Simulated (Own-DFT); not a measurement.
## Calculated data, Hf₃₆O₇₁ (tetragonal hafnia with one neutral oxygen vacancy, atoms displaced)

Computed with Own-DFT development build. A calculation, not a measurement: plane-wave PBE and HSE06 DFT by an unreviewed code, no spin, of a simulated cell at Gamma alone, so results move with cell size and shape, stress positive in tension, energies less offsets, not probed for a lower state with spin; hafnium file: forces about 75 meV/angstrom off all-electron values; oxygen file: force components 24 meV/angstrom off all-electron in a glass; k mesh not checked against a denser one; forces and stress are PBE's, HSE06 gives the energy alone, and its difference from PBE has offsets of its own; offsets are fitted by least squares, one for each functional and potential file, so energies compare only between cells with the same atoms and settings and are not formation energies; the far tail of each file's local potential was reset to the Coulomb form; each entry is a single point on an unrelaxed cell, so the pressure reflects the starting lattice, taken from the Materials Project, from which strain is counted, and rises with the displacements; printed positions are rounded, which can move forces by about a meV/angstrom; the program is a retired in-house code; no spin-orbit coupling.

Common to all runs: first functional PBE; second functional HSE06; exact exchange share 0.25; screening 0.11 1/bohr; exchange divergence Gygi-Baldereschi; potential files PseudoDojo norm-conserving, scalar-relativistic, made for PBE, standard set; wave cutoff 48 hartree; occupations fixed; k mesh 1 x 1 x 1 centred on Gamma.

(1) Hf₃₆O₇₁ (tetragonal hafnia with one neutral oxygen vacancy, atoms displaced)

```cif
# cell vector a (Å): 10.7800 0.0000 0.0000
# cell vector b (Å): 0.0000 10.7800 0.0000
# cell vector c (Å): 0.0000 0.0000 10.4493
data_Hf36O71
_symmetry_space_group_name_H-M 'P 1'
_symmetry_Int_Tables_number 1
_cell_length_a 10.7800
_cell_length_b 10.7800
_cell_length_c 10.4493
_cell_angle_alpha 90.000
_cell_angle_beta 90.000
_cell_angle_gamma 90.000
_cell_volume 1214.30
loop_
_atom_site_label
_atom_site_type_symbol
_atom_site_fract_x
_atom_site_fract_y
_atom_site_fract_z
_atom_site_occupancy
Hf1 Hf 0.99549 0.00610 0.01444 1
Hf2 Hf 0.17588 0.16011 0.24456 1
O1 O 0.99673 0.16469 0.14500 1
O2 O 0.16122 0.01424 0.35276 1
O3 O 0.99855 0.16058 0.39312 1
O4 O 0.17621 0.99904 0.10410 1
Hf3 Hf 0.99818 0.99885 0.50000 1
Hf4 Hf 0.17016 0.16714 0.76372 1
O5 O 0.99744 0.16751 0.64164 1
O6 O 0.15390 0.00746 0.85315 1
O7 O 0.00002 0.18524 0.90226 1
O8 O 0.15993 0.99827 0.59429 1
Hf5 Hf 0.99578 0.33052 0.00706 1
Hf6 Hf 0.17763 0.50331 0.24663 1
O9 O 0.15714 0.33670 0.35230 1
O10 O 0.99769 0.50020 0.39751 1
O11 O 0.16331 0.33348 0.08293 1
Hf7 Hf 0.99685 0.33715 0.50948 1
Hf8 Hf 0.16391 0.48760 0.73510 1
O12 O 0.99974 0.49787 0.67022 1
O13 O 0.15707 0.34951 0.84913 1
O14 O 0.98689 0.50225 0.89939 1
O15 O 0.18734 0.33022 0.60463 1
Hf9 Hf 0.00399 0.66772 0.99610 1
Hf10 Hf 0.15980 0.83812 0.24819 1
O16 O 0.99712 0.83771 0.15829 1
O17 O 0.16176 0.65577 0.33932 1
O18 O 0.98826 0.84101 0.40758 1
O19 O 0.15951 0.66126 0.11147 1
Hf11 Hf 0.98239 0.67404 0.50774 1
Hf12 Hf 0.17050 0.82182 0.75207 1
O20 O 0.98557 0.84003 0.65422 1
O21 O 0.17933 0.67780 0.84031 1
O22 O 0.98709 0.83573 0.89951 1
O23 O 0.15854 0.67229 0.59394 1
Hf13 Hf 0.34286 0.00174 0.99642 1
Hf14 Hf 0.51043 0.18622 0.25263 1
O24 O 0.33832 0.15689 0.14399 1
O25 O 0.50600 0.00425 0.34740 1
O26 O 0.33710 0.17375 0.40052 1
O27 O 0.50734 0.99804 0.09549 1
Hf15 Hf 0.33356 0.99521 0.49113 1
Hf16 Hf 0.48757 0.17192 0.75188 1
O28 O 0.32405 0.17055 0.63979 1
O29 O 0.50064 0.00338 0.83999 1
O30 O 0.33890 0.15807 0.90306 1
O31 O 0.50570 0.00001 0.60113 1
Hf17 Hf 0.32465 0.33996 0.01062 1
Hf18 Hf 0.49976 0.49286 0.25201 1
O32 O 0.32339 0.49118 0.15878 1
O33 O 0.49052 0.33023 0.34983 1
O34 O 0.32041 0.50152 0.40135 1
O35 O 0.50712 0.32224 0.10117 1
Hf19 Hf 0.32214 0.34494 0.48649 1
Hf20 Hf 0.50622 0.50152 0.75294 1
O36 O 0.33510 0.50002 0.65580 1
O37 O 0.50900 0.31655 0.84507 1
O38 O 0.33278 0.48363 0.88640 1
O39 O 0.49701 0.31966 0.59541 1
Hf21 Hf 0.33661 0.66656 0.00389 1
Hf22 Hf 0.51291 0.83320 0.24680 1
O40 O 0.33225 0.83201 0.16742 1
O41 O 0.50744 0.67435 0.35040 1
O42 O 0.33772 0.83417 0.41115 1
O43 O 0.50446 0.66928 0.09483 1
Hf23 Hf 0.33589 0.66855 0.50138 1
Hf24 Hf 0.50418 0.84465 0.74435 1
O44 O 0.31980 0.83413 0.65414 1
O45 O 0.50776 0.67578 0.84467 1
O46 O 0.31503 0.83311 0.90177 1
O47 O 0.50617 0.67868 0.60684 1
Hf25 Hf 0.67251 0.99472 0.99442 1
Hf26 Hf 0.83372 0.16701 0.24728 1
O48 O 0.66871 0.16435 0.16766 1
O49 O 0.82847 0.00132 0.35200 1
O50 O 0.67810 0.16257 0.41191 1
O51 O 0.83919 0.99751 0.09419 1
Hf27 Hf 0.66780 0.00584 0.50833 1
Hf28 Hf 0.84852 0.16429 0.76084 1
O52 O 0.66309 0.16237 0.64584 1
O53 O 0.83389 0.00130 0.85664 1
O54 O 0.65748 0.15671 0.90881 1
O55 O 0.81427 0.00063 0.60459 1
Hf29 Hf 0.66838 0.33646 0.99864 1
Hf30 Hf 0.83139 0.49711 0.25076 1
O56 O 0.66112 0.50220 0.15685 1
O57 O 0.83574 0.33893 0.33840 1
O58 O 0.66789 0.49721 0.38745 1
O59 O 0.83420 0.32871 0.08532 1
Hf31 Hf 0.66531 0.34100 0.50178 1
Hf32 Hf 0.84098 0.48960 0.75343 1
O60 O 0.66303 0.51036 0.64789 1
O61 O 0.82457 0.33992 0.85493 1
O62 O 0.65600 0.50803 0.89642 1
O63 O 0.82496 0.34446 0.59474 1
Hf33 Hf 0.67969 0.66391 0.00064 1
Hf34 Hf 0.84571 0.83453 0.24417 1
O64 O 0.67973 0.83340 0.13475 1
O65 O 0.83135 0.66849 0.34607 1
O66 O 0.65981 0.84068 0.40221 1
O67 O 0.84052 0.66226 0.08827 1
Hf35 Hf 0.64913 0.67878 0.50645 1
Hf36 Hf 0.82655 0.84660 0.75795 1
O68 O 0.65293 0.83327 0.64595 1
O69 O 0.84096 0.66267 0.84953 1
O70 O 0.64685 0.83325 0.90571 1
O71 O 0.83393 0.66201 0.59693 1
```

It finds PBE energy of cell above offsets -86.418 eV; HSE06 less PBE above offsets 0.644 eV; PBE pressure 5.87 GPa; PBE stress xx -7.49 GPa; PBE stress yy -4.67 GPa; PBE stress zz -5.46 GPa; PBE stress yz 0.92 GPa; PBE stress xz 2.66 GPa; PBE stress xy 0.02 GPa.

Force:
```
element  x (eV/Å)  y (eV/Å)  z (eV/Å)
     Hf     3.481    -0.351    -2.802
     Hf    -0.418     1.418     1.061
      O      1.25    -0.091      -0.1
      O     0.651     -3.08    -0.378
      O    -0.666     1.754     1.016
      O    -1.669    -0.301     0.041
     Hf    -0.465     1.731     0.917
     Hf     0.825      -0.2    -2.233
      O    -0.004     0.787     1.581
      O    -0.013    -0.465      0.01
      O    -0.714    -3.524    -1.542
      O     0.666     0.026    -0.137
     Hf     0.691     3.522    -0.741
     Hf    -7.104    -0.581      2.64
      O     0.853    -0.816     -0.78
      O    -0.773     0.007      1.86
      O     0.071     -0.43     2.409
     Hf     0.832    -0.837    -3.039
     Hf     3.526     2.291     1.665
      O    -0.401    -0.769    -3.728
      O      0.17    -3.341     0.557
      O     0.935    -0.229     1.762
      O    -5.064     1.378     0.725
     Hf    -0.687    -0.797    -1.393
     Hf     2.215    -0.848     1.428
      O     2.708     0.324    -2.375
      O     0.505     3.687     1.228
      O     0.996    -1.704    -1.368
      O     1.046     0.338    -2.276
     Hf     2.112    -0.284    -2.364
     Hf    -2.563      4.86    -1.805
      O      0.38    -0.287     0.183
      O    -0.961    -6.107     2.905
      O     0.486     0.156      1.55
      O     0.388    -0.382    -0.298
     Hf     0.391    -1.135     1.157
     Hf    -1.813    -5.899    -0.238
      O     -0.06     1.263     0.768
      O    -1.091      0.01    -0.827
      O    -0.761    -0.818    -1.124
      O    -0.272    -0.755    -0.559
     Hf      0.51     3.133     2.166
     Hf     1.072    -2.232    -3.953
      O     0.226     -1.39     2.439
      O    -0.754    -0.555     1.374
      O    -1.369     2.719    -0.974
      O    -2.838    -0.592     -0.46
     Hf     2.346    -1.254    -2.258
     Hf     1.562     1.751     0.485
      O     5.586    -0.331    -3.269
      O     0.539      3.63     0.884
      O      1.48     2.448    -1.202
      O    -1.342     1.347     0.218
     Hf     2.329    -3.958      1.83
     Hf    -0.704    -0.053      0.27
      O     0.925     1.155    -1.727
      O     0.424     4.797     1.821
      O     0.842     1.845     2.659
      O     0.112     1.588     -0.63
     Hf      0.01     1.097    -1.593
     Hf     0.494     2.327     0.128
      O     0.165     -0.73    -0.822
      O    -1.003    -2.252     0.171
      O    -0.644    -1.399    -1.028
      O    -1.099    -0.396      0.37
     Hf    -1.344     0.428     1.096
     Hf    -2.234    -0.797     0.828
      O     3.128    -0.056    -0.974
      O    -1.777    -1.384     0.158
      O     1.333     0.355     1.661
      O    -4.346    -1.002    -0.161
     Hf    -1.871      0.18     1.379
     Hf     0.609    -0.463      2.78
      O     1.025     0.266    -1.736
      O     0.563    -0.587    -1.549
      O    -0.461     3.329    -1.484
      O    -1.863     0.345     1.478
     Hf    -2.488     0.256    -2.127
     Hf    -3.037     0.452    -1.859
      O         1     1.147     2.455
      O     0.253     1.251     0.228
      O     1.415     1.898     0.459
      O     4.775    -0.473      2.31
     Hf    -0.933    -0.899    -1.574
     Hf     1.269     1.775     0.416
      O      0.61    -0.349    -1.627
      O    -0.042    -1.731     0.631
      O    -1.174     0.295     1.311
      O    -1.749     0.394     2.176
     Hf    -1.402    -1.704     0.442
     Hf    -2.783      3.09     0.088
      O     0.081    -0.846    -0.094
      O      -0.3    -2.369    -0.624
      O     0.293    -1.945     0.898
      O     1.926     0.051     0.861
     Hf     -1.82     1.096    -1.151
     Hf    -4.673     0.068     3.385
      O    -0.166    -0.519     1.851
      O     0.446     0.263    -0.793
      O      0.06    -1.146    -0.387
      O     0.857    -0.329     1.656
     Hf     3.931    -0.573    -2.227
     Hf      1.02    -2.809     -1.58
      O     3.685     -0.38     0.353
      O    -1.568     1.171    -0.693
      O     1.789     0.055    -1.469
      O    -2.574    -0.018     0.958
```

(2) Hf₃₆O₇₁ (tetragonal hafnia with one neutral oxygen vacancy, atoms displaced)

```cif
# cell vector a (Å): 10.7800 0.0000 0.0000
# cell vector b (Å): 0.0000 10.7800 0.0000
# cell vector c (Å): 0.0000 0.0000 10.4493
data_Hf36O71
_symmetry_space_group_name_H-M 'P 1'
_symmetry_Int_Tables_number 1
_cell_length_a 10.7800
_cell_length_b 10.7800
_cell_length_c 10.4493
_cell_angle_alpha 90.000
_cell_angle_beta 90.000
_cell_angle_gamma 90.000
_cell_volume 1214.30
loop_
_atom_site_label
_atom_site_type_symbol
_atom_site_fract_x
_atom_site_fract_y
_atom_site_fract_z
_atom_site_occupancy
Hf1 Hf 0.99801 0.00512 0.99478 1
Hf2 Hf 0.16187 0.17152 0.24957 1
O1 O 0.99970 0.16365 0.14707 1
O2 O 0.16437 0.00077 0.34546 1
O3 O 0.99825 0.16794 0.39588 1
O4 O 0.16998 0.00646 0.10540 1
Hf3 Hf 0.99225 0.00516 0.50508 1
Hf4 Hf 0.16675 0.16017 0.75009 1
O5 O 0.99955 0.17097 0.65766 1
O6 O 0.16564 0.00141 0.83893 1
O7 O 0.99963 0.16633 0.91030 1
O8 O 0.15817 0.00639 0.60041 1
Hf5 Hf 0.01084 0.33357 0.00413 1
Hf6 Hf 0.15808 0.49960 0.25297 1
O9 O 0.00112 0.50239 0.15197 1
O10 O 0.16529 0.33685 0.34671 1
O11 O 0.01075 0.50722 0.40292 1
O12 O 0.15501 0.33904 0.10035 1
Hf7 Hf 0.99096 0.33776 0.50306 1
Hf8 Hf 0.17040 0.50386 0.75213 1
O13 O 0.00199 0.48993 0.66203 1
O14 O 0.16283 0.33862 0.84607 1
O15 O 0.16674 0.33804 0.59281 1
Hf9 Hf 0.99996 0.65784 0.00931 1
Hf10 Hf 0.16845 0.84203 0.25589 1
O16 O 0.00050 0.83559 0.14251 1
O17 O 0.16228 0.67121 0.34441 1
O18 O 0.00019 0.84123 0.40460 1
O19 O 0.16669 0.66625 0.09365 1
Hf11 Hf 0.99705 0.65908 0.50597 1
Hf12 Hf 0.17224 0.82668 0.75525 1
O20 O 0.00244 0.83606 0.64847 1
O21 O 0.17122 0.66827 0.85397 1
O22 O 0.99360 0.83428 0.90679 1
O23 O 0.16566 0.67071 0.59443 1
Hf13 Hf 0.33947 0.00061 0.00414 1
Hf14 Hf 0.49803 0.16730 0.24999 1
O24 O 0.33737 0.16041 0.15609 1
O25 O 0.50186 0.00097 0.34925 1
O26 O 0.33481 0.16182 0.39885 1
O27 O 0.50185 0.00644 0.09804 1
Hf15 Hf 0.33278 0.00023 0.50439 1
Hf16 Hf 0.49695 0.16968 0.74627 1
O28 O 0.33873 0.17080 0.64926 1
O29 O 0.49749 0.99566 0.84568 1
O30 O 0.33440 0.16775 0.90244 1
O31 O 0.49921 0.00263 0.59716 1
Hf17 Hf 0.33651 0.33424 0.99241 1
Hf18 Hf 0.49569 0.50776 0.24908 1
O32 O 0.33212 0.49649 0.15042 1
O33 O 0.49557 0.33286 0.35094 1
O34 O 0.32897 0.50237 0.40067 1
O35 O 0.50199 0.33942 0.09526 1
Hf19 Hf 0.33757 0.33618 0.49688 1
Hf20 Hf 0.50273 0.49865 0.75475 1
O36 O 0.32834 0.50886 0.65621 1
O37 O 0.49876 0.33240 0.84580 1
O38 O 0.32365 0.50196 0.90278 1
O39 O 0.49835 0.32961 0.59647 1
Hf21 Hf 0.34117 0.66501 0.01093 1
Hf22 Hf 0.49304 0.82930 0.25092 1
O40 O 0.32836 0.83023 0.15452 1
O41 O 0.50239 0.67322 0.34429 1
O42 O 0.32834 0.82761 0.40364 1
O43 O 0.49421 0.66239 0.09548 1
Hf23 Hf 0.33708 0.66834 0.50780 1
Hf24 Hf 0.50010 0.83981 0.75268 1
O44 O 0.33921 0.83805 0.64939 1
O45 O 0.50392 0.67411 0.83509 1
O46 O 0.33058 0.82636 0.90100 1
O47 O 0.50533 0.67110 0.60589 1
Hf25 Hf 0.67083 0.99763 0.99616 1
Hf26 Hf 0.83467 0.16382 0.24163 1
O48 O 0.66507 0.16660 0.15041 1
O49 O 0.83955 0.00403 0.34376 1
O50 O 0.65655 0.16226 0.40130 1
O51 O 0.83909 0.99628 0.09970 1
Hf27 Hf 0.66378 0.99532 0.49776 1
Hf28 Hf 0.83580 0.16401 0.74888 1
O52 O 0.66170 0.17055 0.65094 1
O53 O 0.82332 0.00082 0.84674 1
O54 O 0.66385 0.16344 0.90415 1
O55 O 0.82740 0.01108 0.59435 1
Hf29 Hf 0.66610 0.32867 0.00513 1
Hf30 Hf 0.82909 0.49293 0.24648 1
O56 O 0.66432 0.49960 0.16028 1
O57 O 0.82686 0.32862 0.35410 1
O58 O 0.66733 0.49945 0.39985 1
O59 O 0.83600 0.33913 0.09424 1
Hf31 Hf 0.67409 0.33753 0.50589 1
Hf32 Hf 0.83384 0.50204 0.74529 1
O60 O 0.66226 0.50029 0.65588 1
O61 O 0.82988 0.33555 0.85361 1
O62 O 0.67039 0.49318 0.90076 1
O63 O 0.84411 0.33041 0.59587 1
Hf33 Hf 0.66244 0.65925 0.01079 1
Hf34 Hf 0.82507 0.83540 0.24925 1
O64 O 0.66262 0.83758 0.15391 1
O65 O 0.83425 0.66942 0.34909 1
O66 O 0.66026 0.83760 0.38972 1
O67 O 0.83759 0.66391 0.09850 1
Hf35 Hf 0.67556 0.66635 0.49388 1
Hf36 Hf 0.83688 0.83945 0.75180 1
O68 O 0.66333 0.83154 0.64875 1
O69 O 0.82579 0.66252 0.84229 1
O70 O 0.66897 0.83002 0.89630 1
O71 O 0.83245 0.66794 0.60993 1
```

Results for Hf₃₆O₇₁ (tetragonal hafnia with one neutral oxygen vacancy, atoms displaced): PBE energy of cell above offsets -96.167 eV; HSE06 less PBE above offsets 0.161 eV; PBE pressure 2.13 GPa; PBE stress xx -3.26 GPa; PBE stress yy -0.57 GPa; PBE stress zz -2.57 GPa; PBE stress yz -0.01 GPa; PBE stress xz -0.76 GPa; PBE stress xy 0.02 GPa.

Force:
```
element  x (eV/Å)  y (eV/Å)  z (eV/Å)
     Hf     1.465    -2.557     2.045
     Hf     0.716    -1.279     0.584
      O    -0.329     0.407     0.362
      O     0.424     1.337     0.956
      O     0.111     0.724     0.744
      O    -0.032     -0.12    -1.718
     Hf     1.331    -0.933    -1.662
     Hf     0.483     1.563    -1.078
      O    -0.067    -0.175    -0.261
      O      0.11    -1.019      1.44
      O    -0.008     0.679    -1.754
      O     1.503     0.414    -0.451
     Hf    -3.109     1.035    -2.688
     Hf     1.824     1.461     0.249
      O    -1.434    -0.023     0.024
      O     0.146    -0.596    -0.292
      O    -1.341    -1.832     0.052
      O     4.094    -0.642     1.051
     Hf       4.9    -0.923    -1.807
     Hf    -0.499    -0.312     0.576
      O     -0.39     1.025     -0.82
      O    -0.124    -1.151     0.515
      O     0.074    -0.323    -0.131
     Hf     1.132     1.218    -1.547
     Hf    -2.439    -1.202    -0.681
      O    -0.129    -0.221     1.837
      O    -0.061     -0.52    -0.013
      O     -0.49      -1.1     0.435
      O     0.528    -0.531     0.469
     Hf     0.997     3.367    -0.749
     Hf    -0.577     0.405    -0.614
      O    -0.669     0.104     1.123
      O     -1.11    -0.409    -0.918
      O    -0.115     -0.22    -1.177
      O    -0.076     -0.09     0.815
     Hf    -0.971    -0.112      0.01
     Hf     0.529    -0.291     1.309
      O    -1.211     1.011    -0.914
      O    -0.767     -1.18    -0.508
      O    -0.314     0.858     0.689
      O     0.082    -0.717    -0.441
     Hf     -0.57      0.14    -0.763
     Hf     0.864    -0.705     0.055
      O    -1.662    -0.499     0.237
      O    -0.149     1.913     1.048
      O    -0.259     -0.34    -0.056
      O     0.205      0.01     0.087
     Hf    -0.444     0.561     0.987
     Hf    -1.235    -2.349      1.18
      O     0.109     0.172     0.274
      O     0.062     1.209    -0.822
      O     0.797     0.711     0.333
      O    -0.797      -0.1     0.081
     Hf    -1.002    -0.851    -0.378
     Hf     -0.62     1.435    -0.703
      O     1.961    -0.275    -0.487
      O    -0.513     0.192       0.7
      O     1.322    -0.314     0.235
      O     0.615     0.853      0.36
     Hf     -5.24     0.113    -2.831
     Hf     0.418     2.955     0.487
      O     1.421     0.105    -0.706
      O     0.026    -1.675     0.639
      O      0.56     1.172     -0.02
      O     3.022     0.016     1.971
     Hf    -0.035    -0.477    -0.111
     Hf     0.786    -1.373    -1.425
      O    -1.473    -0.085     0.231
      O    -0.138    -2.233     2.503
      O      0.27     1.245     0.695
      O    -0.288    -0.753    -2.353
     Hf    -0.423    -0.338      0.32
     Hf    -0.082    -0.258     1.012
      O     0.746     0.343    -0.107
      O    -0.852    -0.509     0.166
      O     0.754     0.954     0.655
      O    -1.655     0.535    -0.557
     Hf    -1.152     1.033    -0.386
     Hf    -1.379     1.534     0.764
      O     1.307     0.487     0.465
      O     0.654     0.681     0.259
      O    -0.067       0.4     -0.01
      O     0.303    -0.323     0.935
     Hf      1.06    -0.445    -1.426
     Hf     0.768     0.466     0.435
      O    -0.084     0.684    -1.101
      O     0.346     0.923    -0.696
      O     0.226     0.321     0.582
      O    -0.262     0.069     1.369
     Hf    -1.804    -1.928    -0.889
     Hf    -0.403    -0.234     2.527
      O     0.946    -0.822    -1.303
      O     0.405    -0.802     -1.58
      O    -1.305     1.145     1.277
      O    -3.795     0.273     1.725
     Hf     2.315     0.621    -3.035
     Hf     2.724     0.569     -0.19
      O    -0.492    -0.846    -1.094
      O    -0.443    -0.859     0.297
      O     1.007    -1.057     1.137
      O    -2.316    -0.187     0.563
     Hf    -1.209      1.13     1.287
     Hf    -0.311    -2.334     0.028
      O     1.395     0.856    -0.412
      O      0.71     0.536     0.754
      O    -0.013      0.11     1.559
      O     0.179    -0.636    -1.841
```
